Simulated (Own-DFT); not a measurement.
Si24O47 (quartz with one neutral oxygen vacancy, atoms displaced) (calculated)

All values are calculated (Own-DFT development build). A calculation, not a measurement: plane-wave PBE and HSE06 DFT by an unreviewed code, no spin, of a simulated cell at Gamma alone, so results move with cell size and shape, stress positive in tension, energies less offsets, not probed for a lower state with spin; oxygen file: force components 24 meV/angstrom off all-electron in a glass; k mesh not checked against a denser one; forces and stress are PBE's, HSE06 gives the energy alone, and its difference from PBE has offsets of its own; offsets are fitted by least squares, one for each functional and potential file, so energies compare only between cells with the same atoms and settings and are not formation energies; the far tail of each file's local potential was reset to the Coulomb form; each entry is a single point on an unrelaxed cell, so the pressure reflects the starting lattice, mostly measured values (interpolated for alloys), from which strain is counted, and rises with the displacements; printed positions are rounded, which can move forces by about a meV/angstrom; the program, named Own-DFT, is a retired in-house code; no spin-orbit coupling.

Settings shared by all entries: first functional PBE; second functional HSE06; exact exchange share 0.25; screening 0.11 1/bohr; exchange divergence Gygi-Baldereschi; potential files PseudoDojo norm-conserving, scalar-relativistic, made for PBE, standard set; wave cutoff 48 hartree; occupations fixed; k mesh 1 x 1 x 1 centred on Gamma.

(1) Si24O47 (quartz with one neutral oxygen vacancy, atoms displaced)

```
Si24O47
1.0
      9.8268     0.0000     0.0000
     -4.9134     8.5103     0.0000
      0.0000     0.0000    10.8104
Si O Si O Si O Si O Si O Si O Si O Si O
3 6 3 5 3 6 3 6 3 6 3 6 3 6 3 6
Direct
  0.22950 0.99978 0.99956
  0.00663 0.23559 0.33706
  0.26310 0.26637 0.16987
  0.20856 0.13399 0.06107
  0.42400 0.29126 0.22727
  0.36906 0.07867 0.39099
  0.07334 0.36153 0.44710
  0.13762 0.20556 0.26639
  0.29356 0.42420 0.10230
  0.23474 0.00541 0.49734
  0.00080 0.23580 0.83201
  0.27227 0.26832 0.66883
  0.19849 0.12467 0.55861
  0.36677 0.07799 0.89511
  0.07101 0.36315 0.94476
  0.13653 0.20120 0.77575
  0.29291 0.42281 0.60316
  0.23231 0.49828 0.00574
  0.00164 0.73370 0.33080
  0.26495 0.76954 0.16677
  0.20395 0.63697 0.05634
  0.43233 0.79767 0.22801
  0.36460 0.57292 0.39239
  0.07184 0.86541 0.44144
  0.13793 0.70482 0.27243
  0.29554 0.92518 0.10714
  0.23483 0.50065 0.50296
  0.99674 0.72666 0.83723
  0.26116 0.76313 0.66788
  0.20519 0.63002 0.56249
  0.42822 0.79720 0.72712
  0.36394 0.56708 0.89004
  0.07986 0.87060 0.94112
  0.13057 0.70094 0.77529
  0.29630 0.92755 0.60789
  0.73565 0.00078 0.00329
  0.49153 0.23425 0.32877
  0.76764 0.26182 0.16649
  0.70282 0.13401 0.05781
  0.92576 0.29450 0.22629
  0.86735 0.07230 0.39147
  0.57234 0.36128 0.44253
  0.63391 0.20592 0.27314
  0.79771 0.43195 0.10756
  0.73092 0.99538 0.50024
  0.50039 0.22919 0.83569
  0.75603 0.25697 0.66662
  0.70416 0.13376 0.55440
  0.91853 0.29031 0.72554
  0.87047 0.07236 0.89048
  0.56874 0.36535 0.93917
  0.62974 0.20133 0.77191
  0.79285 0.42203 0.60293
  0.73207 0.50127 0.00158
  0.49780 0.73057 0.33473
  0.75986 0.76192 0.16213
  0.71246 0.64002 0.05673
  0.93081 0.79994 0.22744
  0.86954 0.56720 0.38835
  0.57687 0.86958 0.43777
  0.63511 0.70668 0.26969
  0.79526 0.92953 0.10948
  0.73879 0.50125 0.49747
  0.49739 0.72966 0.83639
  0.77408 0.76748 0.66297
  0.70409 0.63357 0.55990
  0.92474 0.79272 0.72584
  0.86192 0.57835 0.89019
  0.57298 0.86361 0.93992
  0.63784 0.71379 0.77449
  0.79325 0.92957 0.60704
```

| Item | Value |
| --- | --- |
| PBE energy of cell above offsets | -23.399 eV |
| HSE06 less PBE above offsets | -0.567 eV |
| PBE pressure | 6.82 GPa |
| PBE stress xx | -5.42 GPa |
| PBE stress yy | -8.78 GPa |
| PBE stress zz | -6.24 GPa |
| PBE stress yz | 0.58 GPa |
| PBE stress xz | 1.2 GPa |
| PBE stress xy | -1.14 GPa |

Force:
```csv
element,x (eV/Å),y (eV/Å),z (eV/Å)
Si,3.247,1.772,1.694
Si,-1.61,-0.756,-1.258
Si,3.024,0.488,-4.583
O,-0.711,0.74,0.517
O,-1.513,1.638,-2.297
O,-1.066,-2.548,0.96
O,-0.189,0.034,-0.51
O,-4.246,-1.347,4.591
O,1.141,0.036,1.833
Si,2.422,-2.819,0.306
Si,0.346,0.027,-0.321
Si,2.611,-2.069,1.138
O,-1.778,3.156,1.755
O,-0.437,-2.355,0.965
O,-0.389,-0.102,-0.394
O,-1.095,0.563,0.111
O,0.5,0.61,0.613
Si,-0.693,1.306,-3.007
Si,-0.093,0.439,0.326
Si,2.865,-1.469,-0.098
O,0.331,-0.18,0.315
O,-1.073,-0.286,-0.786
O,-0.318,-1.267,0.519
O,0.062,-0.566,-0.553
O,-1.358,-0.49,1.426
O,-1.387,2.675,-1.451
Si,0.327,-0.21,-0.802
Si,0.552,4.891,-2.253
Si,1.18,1.066,0.256
O,-0.736,0.356,-0.063
O,-0.099,-0.537,0.315
O,-0.869,-1.139,1.285
O,-2.413,-3.685,-2.135
O,-0.215,-0.34,0.336
O,-0.833,0.572,-1.032
Si,0.192,-0.279,-2.331
Si,5.151,1.203,2.011
Si,-2.563,1.203,0.162
O,0.08,-0.277,-0.535
O,3.105,0.071,1.572
O,0.14,-0.166,0.156
O,-0.301,0.501,-0.386
O,-1.001,0.103,0.035
O,-0.023,-0.527,-0.102
Si,1.168,2.484,-0.236
Si,-2.65,2.007,-2.386
Si,0.928,1.161,-2.141
O,-0.153,-0.459,0.015
O,1.717,0.152,0.953
O,-1.072,-1.057,1.342
O,0.438,1.022,0.714
O,-0.358,-0.693,0.984
O,-0.038,0.305,0.597
Si,0.925,-1.337,-0.654
Si,0.786,1.868,-0.977
Si,2.091,2.625,2.331
O,-0.624,-1.209,-1.454
O,-0.909,-0.488,-0.843
O,-0.168,0.214,0.116
O,-1.326,-2.167,-0.862
O,-1.272,-0.925,1.372
O,0.087,0.269,0.074
Si,-0.791,-0.863,0.01
Si,0.158,1.16,-1.931
Si,-4.1,0.08,0.943
O,0.651,-1.017,-1.291
O,3.769,0.201,1.95
O,-1.405,-3.69,1.938
O,0.145,1.006,1.367
O,0.92,-0.334,-0.76
O,0.813,-0.348,0.527
```

(2) Si24O47 (quartz with one neutral oxygen vacancy, atoms displaced)

```
Si24O47
1.0
      9.8268     0.0000     0.0000
     -4.9134     8.5103     0.0000
      0.0000     0.0000    10.8104
Si O Si O Si O Si O Si O Si O Si O Si O
3 6 3 6 3 6 3 6 3 6 3 6 3 6 3 5
Direct
  0.23582 0.00098 0.00077
  0.00268 0.23702 0.32669
  0.26243 0.25913 0.16813
  0.21219 0.13539 0.05978
  0.42651 0.29011 0.22840
  0.36502 0.07331 0.39703
  0.06886 0.37339 0.43829
  0.13076 0.20594 0.27495
  0.29654 0.42749 0.11048
  0.23351 0.99631 0.49476
  0.00658 0.23719 0.83303
  0.26884 0.26726 0.66307
  0.20550 0.13063 0.55971
  0.42448 0.29225 0.72552
  0.37379 0.07861 0.89283
  0.07418 0.36023 0.94264
  0.12704 0.20510 0.77296
  0.29225 0.42383 0.60759
  0.23280 0.49734 0.00019
  0.99735 0.73047 0.33070
  0.26372 0.76197 0.17049
  0.20994 0.63625 0.05508
  0.42374 0.79002 0.22497
  0.37175 0.57832 0.39269
  0.07868 0.86493 0.43733
  0.13970 0.71109 0.27242
  0.28929 0.91810 0.10486
  0.23307 0.50106 0.49798
  0.00442 0.73314 0.83808
  0.26176 0.76457 0.66649
  0.20544 0.62804 0.55684
  0.42282 0.78598 0.72823
  0.35982 0.56808 0.89593
  0.06698 0.86736 0.94504
  0.13585 0.70817 0.77526
  0.30138 0.93045 0.60452
  0.74060 0.00826 0.99587
  0.49938 0.23657 0.33184
  0.76576 0.26864 0.17424
  0.70724 0.13616 0.05628
  0.92609 0.29340 0.22721
  0.86059 0.06288 0.39153
  0.57164 0.36088 0.44422
  0.62942 0.20852 0.27501
  0.79501 0.42618 0.10057
  0.73444 0.00657 0.49794
  0.49662 0.23032 0.83675
  0.75922 0.26600 0.66538
  0.69874 0.12763 0.55606
  0.93246 0.29302 0.72582
  0.86116 0.07630 0.89544
  0.57305 0.37234 0.94116
  0.63528 0.20622 0.77253
  0.79624 0.42572 0.60799
  0.73617 0.49951 0.99993
  0.50129 0.73452 0.33161
  0.76315 0.76403 0.16662
  0.70783 0.63065 0.05835
  0.91953 0.79095 0.22871
  0.87007 0.57386 0.39013
  0.57264 0.86576 0.44000
  0.63512 0.70250 0.27128
  0.80004 0.92978 0.10673
  0.73231 0.50193 0.50470
  0.49888 0.73639 0.83240
  0.77143 0.76944 0.66893
  0.70849 0.62952 0.55904
  0.86598 0.57010 0.89110
  0.57267 0.86716 0.94673
  0.63469 0.71036 0.77911
  0.78464 0.92400 0.59957
```

| Quantity | Value |
| --- | --- |
| PBE energy of cell above offsets | -22.353 eV |
| HSE06 less PBE above offsets | -0.683 eV |
| PBE pressure | 8.3 GPa |
| PBE stress xx | -9.99 GPa |
| PBE stress yy | -7.67 GPa |
| PBE stress zz | -7.23 GPa |
| PBE stress yz | 1.19 GPa |
| PBE stress xz | 2.84 GPa |
| PBE stress xy | 0.56 GPa |

Force:
```csv
element,x (eV/Å),y (eV/Å),z (eV/Å)
Si,1.146,-1.176,-0.292
Si,-2.146,-1.462,4.711
Si,0.021,2.477,0.019
O,-0.581,-0.318,-0.433
O,-1.563,0.591,-1.492
O,1.86,1.535,-2.68
O,0.072,-1.479,-1.248
O,2.411,-0.687,-0.895
O,-0.223,-0.564,0.171
Si,-0.12,1.097,3.211
Si,-3.88,-0.907,0.694
Si,-1.46,-2.331,1.242
O,-0.132,-0.416,-0.348
O,1.799,-0.021,1.204
O,-2.222,-4.87,2.628
O,-0.611,0.33,0.934
O,4.84,-0.563,-2.281
O,-1.068,2.108,-1.585
Si,0.348,-0.036,1.635
Si,0.494,1.699,-0.479
Si,1.346,-0.246,-3.548
O,-0.734,0.089,0.813
O,1.617,0.421,0.537
O,-0.87,-2.302,1.039
O,-1.534,-1.648,-0.706
O,-2.602,-1.351,2.448
O,-0.628,1.815,-0.681
Si,2.439,-1.521,-0.522
Si,-3.473,0.541,-1.229
Si,1.67,0.006,-1.624
O,-2.026,3.038,2.204
O,-1.679,0.757,-1.707
O,1.804,1.771,-2.244
O,0.431,0.306,-0.312
O,0.278,-0.353,0.115
O,-0.25,-0.65,0.307
Si,-1.929,-3.451,4.171
Si,-0.573,-1.08,3.039
Si,-0.787,-1.06,-3.892
O,-0.848,1.848,2.23
O,-0.143,0.83,-0.801
O,1.764,3.156,-2.34
O,0.037,0.738,0.272
O,1.888,-0.461,-0.448
O,1.41,-0.974,2.301
Si,0.421,-2.878,-1.197
Si,1.705,5.397,-2.417
Si,4.099,-1.849,0.154
O,-2.008,3.352,2.05
O,-2.533,0.108,-1.394
O,3.477,2.194,-4.076
O,-0.615,-1.743,-1.147
O,-1.743,-0.513,1.539
O,-0.836,2.094,-1.128
Si,-0.564,0.4,-1.028
Si,0.804,1.497,-0.235
Si,-0.343,0.478,-2.25
O,-0.726,1.177,0.684
O,2.26,0.398,0.571
O,-1.411,-2.567,1.944
O,-0.506,-0.21,-0.519
O,-1.788,-0.54,1.386
O,-0.555,0.481,-0.552
Si,3.336,-2.94,-3.017
Si,0.298,-0.832,3.619
Si,1.096,-0.08,1.191
O,-2.648,3.572,2.217
O,0.581,-0.162,-0.18
O,-0.423,-0.872,-1.16
O,1.462,-0.124,-1.262
O,1.563,-1.064,2.066
```

(3) Si24O47 (quartz with one neutral oxygen vacancy, atoms displaced)

```
Si24O47
1.0
      9.8268     0.0000     0.0000
     -4.9134     8.5103     0.0000
      0.0000     0.0000    10.8104
Si O Si O Si O Si O Si O Si O Si O Si O
3 6 3 6 3 6 3 6 3 6 3 6 3 5 3 6
Direct
  0.23173 0.99583 0.99862
  0.99765 0.23422 0.33522
  0.26501 0.26298 0.16614
  0.20942 0.13078 0.05595
  0.42715 0.29015 0.22844
  0.36974 0.07364 0.39215
  0.06909 0.36479 0.44023
  0.13135 0.20670 0.27411
  0.29751 0.43129 0.10241
  0.23616 0.99772 0.50450
  0.00014 0.23614 0.83496
  0.26460 0.26477 0.67018
  0.20649 0.13555 0.56042
  0.41866 0.28737 0.72856
  0.36822 0.07675 0.88717
  0.07363 0.36218 0.94473
  0.13147 0.20649 0.77427
  0.29336 0.42794 0.60414
  0.23861 0.50400 0.00070
  0.00072 0.73113 0.33270
  0.25836 0.76427 0.16620
  0.20784 0.63424 0.05962
  0.43125 0.79527 0.22283
  0.36338 0.57182 0.39379
  0.07192 0.87024 0.44177
  0.13501 0.70778 0.27275
  0.28883 0.92276 0.10495
  0.23485 0.50229 0.49722
  0.99070 0.72707 0.83864
  0.26437 0.76820 0.67001
  0.20678 0.63014 0.56195
  0.43344 0.79658 0.72197
  0.36481 0.57067 0.88976
  0.07669 0.87026 0.94434
  0.12925 0.70993 0.77330
  0.29298 0.92984 0.60266
  0.74006 0.00036 0.00166
  0.49872 0.23315 0.33069
  0.76392 0.26469 0.16992
  0.71222 0.13685 0.05878
  0.93010 0.29180 0.22290
  0.86569 0.06936 0.39444
  0.57729 0.36472 0.44068
  0.63683 0.20988 0.27296
  0.79341 0.42861 0.10957
  0.73325 0.99933 0.50168
  0.49671 0.24050 0.83645
  0.76003 0.26005 0.66420
  0.70417 0.13115 0.55479
  0.92956 0.29483 0.71750
  0.86999 0.07776 0.89198
  0.57247 0.36302 0.93995
  0.63170 0.20425 0.77518
  0.79543 0.42724 0.60834
  0.73713 0.50756 0.99457
  0.50187 0.73989 0.33193
  0.76962 0.76852 0.16865
  0.70326 0.63193 0.05735
  0.93492 0.79741 0.22685
  0.86972 0.58132 0.38946
  0.62835 0.70945 0.27918
  0.79215 0.92896 0.10787
  0.73057 0.49723 0.50150
  0.50629 0.74015 0.83552
  0.76627 0.76479 0.66207
  0.70665 0.63947 0.56384
  0.92286 0.79405 0.72325
  0.86350 0.57435 0.88601
  0.58030 0.86978 0.93532
  0.63240 0.70692 0.77436
  0.78392 0.92372 0.60392
```

| Item | Value |
| --- | --- |
| PBE energy of cell above offsets | -22.486 eV |
| HSE06 less PBE above offsets | -0.671 eV |
| PBE pressure | 7.89 GPa |
| PBE stress xx | -8.12 GPa |
| PBE stress yy | -8.23 GPa |
| PBE stress zz | -7.31 GPa |
| PBE stress yz | 0.69 GPa |
| PBE stress xz | -0.14 GPa |
| PBE stress xy | 0.32 GPa |

Force:
```csv
element,x (eV/Å),y (eV/Å),z (eV/Å)
Si,3.194,2.824,-0.526
Si,0.021,-0.486,-0.343
Si,-0.891,0.642,-0.438
O,-1.106,1.827,1.358
O,-1.573,0.901,-1.858
O,-0.573,-1.093,0.834
O,-0.075,0.79,0.584
O,1.219,-0.028,-0.777
O,1.737,-1.867,2.152
Si,-3.12,2.83,-4.109
Si,-0.49,1.568,-1.915
Si,-2.347,0.679,-2.283
O,0.363,-0.594,-0.306
O,1.724,1.295,0.13
O,-1.317,-2.613,1.989
O,-0.247,0.873,0.259
O,0.299,-0.308,0.305
O,0.596,-0.74,0.78
Si,-0.61,-0.935,-1.516
Si,0.415,3.998,0.914
Si,3.505,0.209,-0.125
O,-0.855,0.258,-0.152
O,-2.139,0.183,-1.242
O,1.206,1.376,-1.907
O,0.175,-0.988,-0.815
O,-0.155,-0.887,1.084
O,0.225,0.959,0.1
Si,-0.222,-1.791,1.285
Si,1.648,7.323,-3.748
Si,1.376,-0.625,-1.172
O,-1.427,1.988,1.109
O,-0.966,0.053,0.345
O,0.334,1.085,-0.351
O,-2.876,-4.323,-2.546
O,0.194,-0.183,0.438
O,3.201,-2.439,3.951
Si,-1.569,1.667,-1.645
Si,1.256,-0.173,1.837
Si,1.698,0.803,-2.213
O,-0.311,-0.301,-0.037
O,-0.469,0.19,0.066
O,0.349,0.351,-0.497
O,-1.115,-0.856,-0.68
O,-1.03,-0.871,1.461
O,-0.824,1.177,-1.509
Si,-1.687,-2.581,-4.145
Si,2.243,-1.966,-2.624
Si,0.491,0.282,1.036
O,-1.486,1.262,0.576
O,0.487,-0.466,1.284
O,-0.58,-1.989,0.855
O,0.38,3.013,2.285
O,-0.566,0.407,-0.117
O,-0.657,0.687,-0.604
Si,0.514,-3.658,2.377
Si,-2.422,1.742,4.248
Si,-0.937,-1.022,0.919
O,-0.709,2.022,1.205
O,-1.524,0.189,-1.403
O,-2.188,-4.177,2.741
O,5.606,-0.516,-3.251
O,1.616,-1.076,1.543
Si,1.426,2.506,0.188
Si,-1.633,-2.309,-2.132
Si,-2.443,2.41,3.519
O,0.97,-4.833,-4.292
O,2.722,0.034,2.245
O,-1.382,-4.519,1.852
O,-0.198,1.541,2.146
O,1.901,-0.152,-0.897
O,1.627,-0.578,2.172
```
